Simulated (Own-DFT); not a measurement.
# Biaxial strain at fixed height in grey tin, 32 atoms (Sn32)

Source: density functional calculations with Own-DFT, an unreviewed in-house program that is no longer used. Nothing was measured or relaxed, and spin and spin-orbit coupling are left out.

Settings: PBE; PseudoDojo norm-conserving scalar-relativistic files; cutoff 42 hartree; 3 x 3 x 5 k mesh centred on Gamma; cold (Marzari-Vanderbilt) smearing of 0.2 eV.

Limits: forces on such cells failed a check on a denser k mesh; stress not checked against mesh or cutoff.

Unstrained cell vectors in Å: (12.978, 0.000, 0.000); (0.000, 12.978, 0.000); (0.000, 0.000, 6.489). The unstrained cell has measured lattice constants (interpolated for alloys), not those of this functional. That, the random moves and any unrelaxed bonds set the pressure at no strain. Each run strains x and y alike by e, as a substrate would, and holds the height along z. Each atom got a random Gaussian move of width 0.05 Å along each axis. Stress is positive in tension.

```
e (%),u (Å),(s_xx + s_yy)/2 (GPa),s_zz (GPa)
-2.25,0.045,-6.45,-5.75
-2.25,0.043,-6.40,-5.78
-1.75,0.051,-5.79,-5.27
-1.75,0.054,-5.79,-5.26
-0.75,0.052,?,?
-0.25,0.052,-3.84,-3.82
-0.25,0.050,-3.95,-3.82
0.50,0.049,-2.99,-3.12
0.50,0.052,-3.04,-3.18
1.50,0.053,-2.09,-2.47
1.50,0.051,-2.06,-2.45
2.00,0.047,-1.54,-2.03
2.00,0.048,-1.47,-2.07
```

## What the rows give

With e as a fraction, the in-plane stress is -3.6 + 114 e - 529 e² GPa (errors 1 and 87, scatter 0.05), and s_zz is -3.6 + 86 e - 481 e² GPa (slope ± 1, scatter 0.03). At e = 0 the first slope is C11 + C12 and the second 2 C12, both with the ions held to the strained lattice and at the cell's own pressure. The term in e² is negative: the layer stiffens under compression and softens under tension. A free layer would change its height as e changes, and the in-plane slope would drop by 2 C12²/C11 to the biaxial modulus. At fixed height, a misfit of 1 % moves the in-plane stress by about 1.1 GPa and s_zz by 0.9 GPa.

## Withheld run

Question: what are the two stresses at e = -0.75 %?

Estimate: -4.5 and -4.3 GPa. DFT gave -4.49 and -4.34 GPa.
